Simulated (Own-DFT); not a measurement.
# Computed records: Si4SnGe11 (diamond-structure random alloy, strained, atoms displaced)

Computed with Own-DFT development build. A calculation, not a measurement: plane-wave density functional theory by an unreviewed code, no spin, of a simulated periodic cell, stress positive in tension, run twice, with PBE and with PBEsol, both on files made for PBE, so the change isn't that of files made for PBEsol, forces on such cells moved up to 12 meV/angstrom on a denser k mesh; the far tail of each file's local potential was reset to the Coulomb form; each entry is a single point on an unrelaxed cell, so the pressure reflects the starting lattice, mostly measured values (interpolated for alloys), from which strain is counted, and rises with the displacements; printed positions are rounded, which can move forces by about a meV/angstrom; the program, named Own-DFT, is a retired in-house code; no spin-orbit coupling; stress was not checked against mesh or cutoff.

### Si4SnGe11 (diamond-structure random alloy, strained, atoms displaced)

```
cell vectors (Å)
  11.5608     0.0000     0.0000
   0.0000    11.5608     0.0000
   0.0000     0.0000    11.3064
atoms (fractions of the cell vectors)
Si  0.00393  0.00861  0.99975
Si  0.99690  0.24142  0.24632
Ge  0.24348  0.00011  0.25027
Si  0.24714  0.24576  0.99479
Sn  0.12905  0.12651  0.12136
Ge  0.13132  0.36975  0.37392
Ge  0.37772  0.11912  0.37309
Si  0.37571  0.37376  0.12574
Ge  0.00278  0.00722  0.49835
Ge  0.99321  0.25107  0.74928
Ge  0.24825  0.00037  0.75229
Si  0.25119  0.25356  0.50302
Ge  0.12393  0.13028  0.61711
Ge  0.12867  0.37622  0.88203
Ge  0.37317  0.12867  0.86895
Ge  0.37306  0.37542  0.62647
Ge  0.99229  0.49911  0.00739
Ge  0.99387  0.75149  0.25563
Ge  0.24811  0.49573  0.25518
Ge  0.24463  0.74664  0.00183
Ge  0.13192  0.63327  0.13113
Ge  0.13490  0.87670  0.37688
Si  0.37772  0.62570  0.37383
Ge  0.36947  0.87349  0.12994
Ge  0.00411  0.50299  0.50356
Ge  0.99871  0.74708  0.74252
Si  0.25112  0.50310  0.74332
Ge  0.25849  0.74779  0.49759
Ge  0.12608  0.62593  0.61953
Ge  0.12410  0.87243  0.86458
Ge  0.36724  0.62265  0.87328
Ge  0.37118  0.87638  0.62090
Si  0.49698  0.00289  0.99729
Si  0.49834  0.25492  0.24940
Si  0.74625  0.00040  0.24545
Si  0.74825  0.24997  0.99580
Ge  0.62269  0.11735  0.12198
Si  0.63038  0.37602  0.37347
Ge  0.86982  0.12476  0.37274
Ge  0.87461  0.37706  0.12246
Ge  0.50002  0.99662  0.49877
Si  0.50340  0.25005  0.74108
Sn  0.75141  0.00166  0.75440
Ge  0.74580  0.24709  0.50095
Ge  0.62819  0.12426  0.62017
Ge  0.62153  0.37370  0.87309
Ge  0.87567  0.11997  0.87597
Ge  0.87215  0.37317  0.62073
Si  0.49617  0.49671  0.99083
Ge  0.49796  0.74748  0.24597
Ge  0.74795  0.49487  0.25100
Si  0.75151  0.75932  0.99321
Ge  0.63067  0.62462  0.12345
Ge  0.61873  0.86692  0.37195
Ge  0.87020  0.62738  0.37429
Ge  0.87259  0.88217  0.12375
Ge  0.50413  0.50277  0.49619
Ge  0.49551  0.75242  0.74524
Si  0.75655  0.50689  0.75345
Ge  0.74407  0.75304  0.50156
Sn  0.61983  0.62437  0.62339
Ge  0.61813  0.87824  0.87131
Sn  0.87231  0.61699  0.88871
Ge  0.86915  0.87488  0.62955
```

* functional: PBE, then PBEsol
* potential files: PseudoDojo norm-conserving, scalar-relativistic, standard set
* wave cutoff: 49 hartree
* occupations: Fermi-Dirac
* smearing width: 0.1 eV
* k mesh: 3 x 3 x 3 centred on Gamma
* PBE pressure: 1 GPa
* PBE stress xx: -0.48 GPa
* PBE stress yy: -0.51 GPa
* PBE stress zz: -2.02 GPa
* PBE stress yz: 0.11 GPa
* PBE stress xz: -0.37 GPa
* PBE stress xy: -0.21 GPa
* PBEsol pressure: -1.46 GPa
* PBEsol stress xx: 1.98 GPa
* PBEsol stress yy: 1.95 GPa
* PBEsol stress zz: 0.45 GPa
* PBEsol stress yz: 0.09 GPa
* PBEsol stress xz: -0.36 GPa
* PBEsol stress xy: -0.2 GPa
* rms change of force components from PBE to PBEsol: 0.041 eV/Å

Force:
| force element | PBE force x (eV/Å) | PBE force y (eV/Å) | PBE force z (eV/Å) | PBEsol force x (eV/Å) | PBEsol force y (eV/Å) | PBEsol force z (eV/Å) |
| --- | --- | --- | --- | --- | --- | --- |
| Si | -1.155 | -2.13 | -1.243 | -1.14 | -2.09 | -1.223 |
| Si | -0.731 | 1.688 | 0.976 | -0.719 | 1.656 | 0.962 |
| Ge | 1.671 | -0.712 | 0.741 | 1.628 | -0.709 | 0.73 |
| Si | 1.982 | 1.762 | -0.35 | 1.913 | 1.7 | -0.378 |
| Sn | -0.48 | 0.309 | 0.232 | -0.426 | 0.25 | 0.276 |
| Ge | -1.271 | -0.427 | 0.32 | -1.224 | -0.346 | 0.298 |
| Ge | -0.301 | 1.196 | 0.135 | -0.296 | 1.095 | 0.138 |
| Si | -0.098 | -0.049 | -0.67 | -0.143 | -0.014 | -0.636 |
| Ge | -0.489 | -1.034 | -0.093 | -0.463 | -0.985 | -0.086 |
| Ge | 0.792 | 0.017 | 0.206 | 0.759 | 0.009 | 0.188 |
| Ge | -0.054 | 0.311 | -0.944 | -0.049 | 0.291 | -0.917 |
| Si | 0.454 | -0.58 | -0.522 | 0.44 | -0.563 | -0.511 |
| Ge | 0.286 | 0.292 | 0.971 | 0.232 | 0.244 | 0.965 |
| Ge | -0.46 | 0.303 | -0.932 | -0.51 | 0.295 | -0.905 |
| Ge | 0.682 | 0.096 | 0.235 | 0.626 | 0.052 | 0.195 |
| Ge | 0.353 | 0.04 | -0.309 | 0.372 | 0.063 | -0.323 |
| Ge | 3.293 | -0.891 | 1.398 | 3.172 | -0.873 | 1.355 |
| Ge | 0.686 | 0.55 | -0.424 | 0.67 | 0.525 | -0.413 |
| Ge | 1.028 | 0.615 | -0.607 | 0.935 | 0.598 | -0.576 |
| Ge | 0.561 | 0.827 | -0.714 | 0.542 | 0.79 | -0.68 |
| Ge | -1.449 | -1.166 | 0.464 | -1.402 | -1.127 | 0.444 |
| Ge | -1.331 | -0.437 | 0.319 | -1.284 | -0.411 | 0.298 |
| Si | 0.032 | -0.504 | -0.244 | 0.032 | -0.491 | -0.237 |
| Ge | 0.418 | 0.465 | -0.918 | 0.377 | 0.421 | -0.859 |
| Ge | -0.549 | -0.683 | -1.054 | -0.528 | -0.653 | -1.014 |
| Ge | 0.12 | 0.076 | 0.193 | 0.13 | 0.09 | 0.18 |
| Si | -0.519 | -0.326 | 0.608 | -0.505 | -0.312 | 0.591 |
| Ge | -0.333 | -0.246 | -0.262 | -0.355 | -0.188 | -0.221 |
| Ge | 0.614 | 0.106 | 0.484 | 0.553 | 0.125 | 0.44 |
| Ge | -0.572 | 0.24 | 1.137 | -0.527 | 0.213 | 1.073 |
| Ge | 0.542 | 0.018 | -0.116 | 0.524 | 0.077 | -0.111 |
| Ge | 0.193 | 0.304 | 0.582 | 0.197 | 0.284 | 0.563 |
| Si | -0.529 | -0.459 | 0.157 | -0.513 | -0.447 | 0.15 |
| Si | 0.425 | -0.329 | -0.014 | 0.419 | -0.393 | -0.003 |
| Si | -0.202 | -0.356 | 0.601 | -0.197 | -0.349 | 0.585 |
| Si | -0.008 | -0.258 | 0.34 | -0.008 | -0.25 | 0.328 |
| Ge | -0.033 | 1.191 | 0.044 | -0.026 | 1.156 | 0.039 |
| Si | -1.058 | -0.62 | 0.051 | -0.995 | -0.575 | 0.087 |
| Ge | 0.104 | -0.203 | -0.435 | 0.104 | -0.197 | -0.357 |
| Ge | -0.486 | -1.537 | 0.658 | -0.464 | -1.418 | 0.627 |
| Ge | 0.186 | 0.033 | -0.128 | 0.17 | 0.022 | -0.132 |
| Si | -0.281 | 0.003 | 0.402 | -0.275 | 0.006 | 0.393 |
| Sn | -0.843 | -0.045 | -0.352 | -0.817 | -0.05 | -0.35 |
| Ge | 0.251 | 0.773 | -0.85 | 0.279 | 0.713 | -0.79 |
| Ge | -1.437 | 0.409 | -0.116 | -1.355 | 0.374 | -0.143 |
| Ge | 0.509 | 0.059 | -0.475 | 0.499 | 0.056 | -0.465 |
| Ge | 1.123 | 1.927 | 1.541 | 1.081 | 1.875 | 1.43 |
| Ge | -0.08 | 0.737 | 0.631 | -0.046 | 0.678 | 0.598 |
| Si | -0.059 | 0.139 | 1.045 | -0.026 | 0.168 | 0.986 |
| Ge | -0.201 | -0.555 | 0.012 | -0.166 | -0.499 | 0.002 |
| Ge | 0.294 | 0.387 | -0.077 | 0.322 | 0.423 | -0.113 |
| Si | -1.212 | 0.644 | 1.33 | -1.186 | 0.635 | 1.309 |
| Ge | -0.508 | 0.053 | -0.943 | -0.491 | 0.049 | -0.858 |
| Ge | 0.677 | 1.039 | -0.273 | 0.628 | 0.976 | -0.232 |
| Ge | 0.053 | -0.446 | 0.556 | 0.056 | -0.426 | 0.535 |
| Ge | 0.32 | -0.002 | -0.346 | 0.338 | -0.028 | -0.313 |
| Ge | -1.524 | -1.7 | -1.479 | -1.47 | -1.63 | -1.375 |
| Ge | -1.097 | 0.6 | 1.223 | -1.063 | 0.591 | 1.173 |
| Si | -1.306 | -2.406 | -1.052 | -1.279 | -2.363 | -1.034 |
| Ge | 1.148 | 0.597 | -0.907 | 1.101 | 0.576 | -0.883 |
| Sn | 1.179 | -0.142 | 1.185 | 1.106 | -0.093 | 1.108 |
| Ge | -0.892 | -0.955 | 1.264 | -0.856 | -0.927 | 1.162 |
| Sn | 0.022 | 2.057 | -1.424 | 0.106 | 1.985 | -1.367 |
| Ge | 1.548 | -0.666 | -1.766 | 1.494 | -0.656 | -1.704 |
